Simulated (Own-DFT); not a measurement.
# Computed records: AlN (wurtzite, strained, atoms displaced)

A calculation, not a measurement: plane-wave PBE density functional theory by an unreviewed code, no spin, of a simulated periodic cell, stress positive in tension, free energy of the whole cell less one offset for each atom, forces on such cells passed a denser k mesh, this cell's mesh not checked; offsets are fitted by least squares, one for each functional and potential file, so energies compare only between cells with the same atoms and settings and are not formation energies; the far tail of each file's local potential was reset to the Coulomb form; each entry is a single point on an unrelaxed cell, so the pressure reflects the starting lattice, mostly measured values (interpolated for alloys), from which strain is counted, and rises with the displacements; printed positions are rounded, which can move forces by about a meV/angstrom; the program, named Own-DFT, is a retired in-house code; no spin-orbit coupling. Program: Own-DFT development build.

### AlN (wurtzite, strained, atoms displaced)

```
CELL_PARAMETERS angstrom
12.61660 0.13100 0.20710
-6.19490 10.85170 -0.16210
0.16570 -0.05410 10.05430
ATOMIC_POSITIONS crystal
Al 0.07585 0.17120 0.99286
Al 0.16756 0.08106 0.24906
N 0.08376 0.17445 0.19663
N 0.17517 0.08450 0.44120
Al 0.08440 0.16677 0.50080
Al 0.15993 0.07972 0.74365
N 0.08486 0.16699 0.68729
N 0.17506 0.08691 0.94129
Al 0.08669 0.42174 0.99269
Al 0.16777 0.33866 0.25259
N 0.07974 0.41140 0.19481
N 0.16525 0.32229 0.43618
Al 0.08190 0.41198 0.50267
Al 0.16695 0.33464 0.75101
N 0.07883 0.41219 0.70166
N 0.16842 0.33062 0.93961
Al 0.08844 0.67023 0.99755
Al 0.16782 0.58011 0.24401
N 0.08873 0.66653 0.19031
N 0.16875 0.58153 0.43825
Al 0.07935 0.66265 0.49956
Al 0.16888 0.58326 0.75810
N 0.07991 0.66209 0.70306
N 0.15940 0.57815 0.93809
Al 0.08941 0.91906 0.00359
Al 0.16596 0.83885 0.24786
N 0.07429 0.92000 0.19230
N 0.16696 0.83853 0.43439
Al 0.08115 0.90815 0.49664
Al 0.16570 0.84333 0.75101
N 0.07755 0.91222 0.69553
N 0.16489 0.82578 0.93905
Al 0.33096 0.16580 0.00129
Al 0.42101 0.08754 0.24284
N 0.33403 0.16480 0.19460
N 0.41041 0.08068 0.44166
Al 0.33433 0.16959 0.50365
Al 0.41496 0.07599 0.74496
N 0.33250 0.16220 0.69032
N 0.42116 0.08752 0.93383
Al 0.33618 0.41631 0.99989
Al 0.41278 0.33125 0.25015
N 0.32948 0.41494 0.18590
N 0.41051 0.31963 0.43842
Al 0.33120 0.41783 0.50336
Al 0.42014 0.33416 0.75752
N 0.33636 0.42553 0.69286
N 0.41468 0.33088 0.93996
Al 0.33207 0.66663 0.99435
Al 0.41672 0.58390 0.25189
N 0.33265 0.66590 0.19180
N 0.42286 0.58322 0.44444
Al 0.34072 0.67356 0.48876
Al 0.41738 0.58042 0.74803
N 0.33841 0.66992 0.68959
N 0.42056 0.58020 0.94452
Al 0.33852 0.92478 0.99829
Al 0.41386 0.83480 0.24980
N 0.34104 0.91937 0.19002
N 0.41140 0.82853 0.43486
Al 0.33036 0.91130 0.49857
Al 0.41769 0.83864 0.75018
N 0.33434 0.91717 0.68631
N 0.41994 0.83479 0.94795
Al 0.58928 0.16599 0.99307
Al 0.65084 0.07479 0.24047
N 0.58590 0.17151 0.18723
N 0.66384 0.08156 0.43648
Al 0.58530 0.16987 0.49728
Al 0.66428 0.08153 0.74696
N 0.59863 0.17069 0.69333
N 0.66794 0.08445 0.93599
Al 0.58129 0.41506 0.00405
Al 0.66101 0.33233 0.24680
N 0.58082 0.41120 0.18855
N 0.66533 0.33705 0.44989
Al 0.58853 0.42072 0.50760
Al 0.66542 0.33599 0.75202
N 0.58036 0.41536 0.69353
N 0.65834 0.32293 0.94446
Al 0.58849 0.67225 0.99799
Al 0.65564 0.58485 0.25361
N 0.57440 0.66582 0.18367
N 0.66730 0.58318 0.43325
Al 0.57585 0.66323 0.50392
Al 0.66537 0.58426 0.74560
N 0.58101 0.66523 0.69356
N 0.67575 0.58963 0.93822
Al 0.57990 0.91233 0.00258
Al 0.66846 0.83464 0.24734
N 0.57928 0.91032 0.19137
N 0.66835 0.84016 0.44498
Al 0.58252 0.91383 0.49660
Al 0.67074 0.83714 0.74907
N 0.57770 0.91293 0.68213
N 0.66473 0.82823 0.93822
Al 0.83915 0.17333 0.99085
Al 0.91058 0.07557 0.25567
N 0.83031 0.16176 0.17915
N 0.92333 0.08583 0.44458
Al 0.82366 0.16904 0.50378
Al 0.91427 0.08813 0.75447
N 0.82898 0.16631 0.69664
N 0.91710 0.08256 0.94192
Al 0.83759 0.42405 0.00581
Al 0.92366 0.33555 0.25265
N 0.83537 0.42108 0.19429
N 0.91321 0.32635 0.43779
Al 0.83914 0.42115 0.49857
Al 0.91019 0.32622 0.74215
N 0.83419 0.42676 0.69686
N 0.91524 0.33586 0.93344
Al 0.82534 0.66533 0.00134
Al 0.91139 0.58288 0.25913
N 0.82802 0.66699 0.19151
N 0.91193 0.58230 0.44154
Al 0.84150 0.66481 0.50121
Al 0.92187 0.58822 0.74173
N 0.83539 0.66876 0.69071
N 0.92556 0.59037 0.93281
Al 0.82718 0.91882 0.00481
Al 0.92150 0.83913 0.25026
N 0.83367 0.91381 0.19285
N 0.91822 0.82775 0.44542
Al 0.83622 0.92209 0.49662
Al 0.92513 0.83539 0.75480
N 0.82896 0.91805 0.68823
N 0.91756 0.82935 0.93372
```

* functional: PBE
* potential files: PseudoDojo norm-conserving, scalar-relativistic, standard set
* wave cutoff: 42 hartree
* occupations: Fermi-Dirac
* smearing width: 0.1 eV
* k mesh: 2 x 2 x 2 centred on Gamma
* free energy of cell above offsets: -53.413 eV
* pressure: -1.41 GPa
* stress xx: 2.62 GPa
* stress yy: 0.97 GPa
* stress zz: 0.63 GPa
* stress yz: -0.46 GPa
* stress xz: 3.65 GPa
* stress xy: 2.67 GPa

Force:
```csv
element,x (eV/Å),y (eV/Å),z (eV/Å)
Al,2.296,-0.748,2.189
Al,-1.012,1.872,0.7
N,0.204,-1.789,-1.085
N,-1.523,-1.273,0.249
Al,0.778,-1.122,-0.658
Al,1.378,0.843,0.874
N,-0.907,0.184,0.984
N,-1.81,-1.046,-0.456
Al,-0.638,-2.23,0.839
Al,0.462,-1.379,-0.671
N,0.599,1.646,-1.371
N,-0.465,2.812,1.383
Al,0.362,0.25,0.01
Al,0.574,-0.222,-0.131
N,0.272,0.397,-1.725
N,-0.425,1.256,-0.259
Al,-1.672,-1.383,0.635
Al,-0.46,0.336,0.721
N,-1.295,0.518,0.272
N,-0.174,-0.357,0.369
Al,0.99,0.642,0.325
Al,-0.201,0.143,-2.274
N,1.627,2.094,-2.621
N,2.04,1.545,1.097
Al,-1.44,-0.319,-1.059
Al,0.815,-0.784,-0.501
N,2.93,0.038,-0.701
N,1.493,-2.073,0.71
Al,-1.306,2.421,0.766
Al,1.651,-2.143,0.266
N,1.157,1.446,-1.719
N,0.655,2.988,0.342
Al,0.789,0.512,-0.098
Al,-0.375,-0.329,1.533
N,-0.384,-0.103,-1.384
N,1.972,-0.041,-0.334
Al,0.127,-1.862,0.003
Al,0.181,2.342,-0.005
N,-0.279,0.596,0.652
N,0.081,-0.76,0.712
Al,-0.806,-0.047,-0.128
Al,0.108,-0.11,0.201
N,0.613,0.608,1.248
N,-0.1,3.971,0.253
Al,0.774,-1.196,-0.478
Al,-1.027,-0.861,-1.348
N,0.132,-2.728,-0.46
N,0.733,0.338,0.878
Al,0.597,-0.438,0.772
Al,-0.556,-0.535,-0.814
N,0.026,-0.026,-0.362
N,-1.526,-0.549,-1.187
Al,-0.961,-2.23,1.861
Al,-0.489,1.989,1.186
N,-0.72,-0.263,0.183
N,-0.718,0.66,-0.853
Al,-0.123,-0.89,0.127
Al,0.653,-1.133,-0.58
N,-1.946,0.471,-0.548
N,0.861,1.582,0.19
Al,-0.562,1.353,-0.613
Al,0.491,-1.262,0.146
N,-0.679,-0.984,0.407
N,-0.708,-0.181,-1.37
Al,-1.472,-0.361,0.578
Al,2.513,1.647,0.773
N,-0.405,-1.07,-0.251
N,-0.024,-0.134,-0.248
Al,-0.869,-0.573,0.583
Al,0.651,-0.984,0.569
N,-2.992,0.017,-1.224
N,1.242,-1.537,0.354
Al,0.192,0.163,-0.992
Al,1.367,0.778,1.003
N,-1.404,1.178,0.58
N,1.622,-0.396,-1.459
Al,-1.628,-0.385,-1.209
Al,0.95,-0.162,0.327
N,0.144,0.567,0.238
N,0.554,2.958,-0.556
Al,-0.455,-1.971,-0.324
Al,1.599,-0.354,-1.398
N,1.284,0.681,1.177
N,-0.255,0.104,2.258
Al,2.304,1.439,0.142
Al,0.898,0.448,0.709
N,0.349,0.445,-0.428
N,-2.096,-1.941,-0.226
Al,0.444,0.84,-0.567
Al,-0.413,-0.654,0.969
N,-0.179,0.234,-0.279
N,1.315,-1.757,-1.392
Al,-1.426,1.004,-0.031
Al,-0.819,-0.808,-0.56
N,0.539,0.68,1.326
N,-0.139,1.926,0.348
Al,-1.214,-0.443,1.127
Al,0.194,2.532,-0.766
N,-0.345,0.128,1.489
N,-1.548,-0.224,-0.193
Al,1.431,-1.409,-0.582
Al,0.995,-1.245,-1.239
N,0.392,-0.679,-1.288
N,-0.453,-0.179,-0.741
Al,-0.243,-0.044,-1.33
Al,-1.905,-1.768,-1.243
N,-0.023,-0.77,0.45
N,0.204,1.425,1.214
Al,-1.319,-1.326,0.854
Al,-0.724,2.609,1.541
N,0.608,-2.107,-1.704
N,0.751,0.096,0.666
Al,3.015,0.908,-0.087
Al,0.34,0.735,-2.458
N,0.125,0.168,0.473
N,2.871,-0.527,0.046
Al,-3.814,1.191,0.76
Al,-1.449,-0.354,2.299
N,-0.25,-0.151,-0.614
N,-1.051,-0.786,1.562
Al,1.682,-0.628,-1.148
Al,-1.446,-2.505,0.752
N,-0.732,-0.005,-0.145
N,-0.475,0.972,-0.96
Al,0.137,-0.95,1.06
Al,-3.104,-1.183,-0.872
N,1.334,0.729,0.46
N,-0.509,1.31,2.539
```
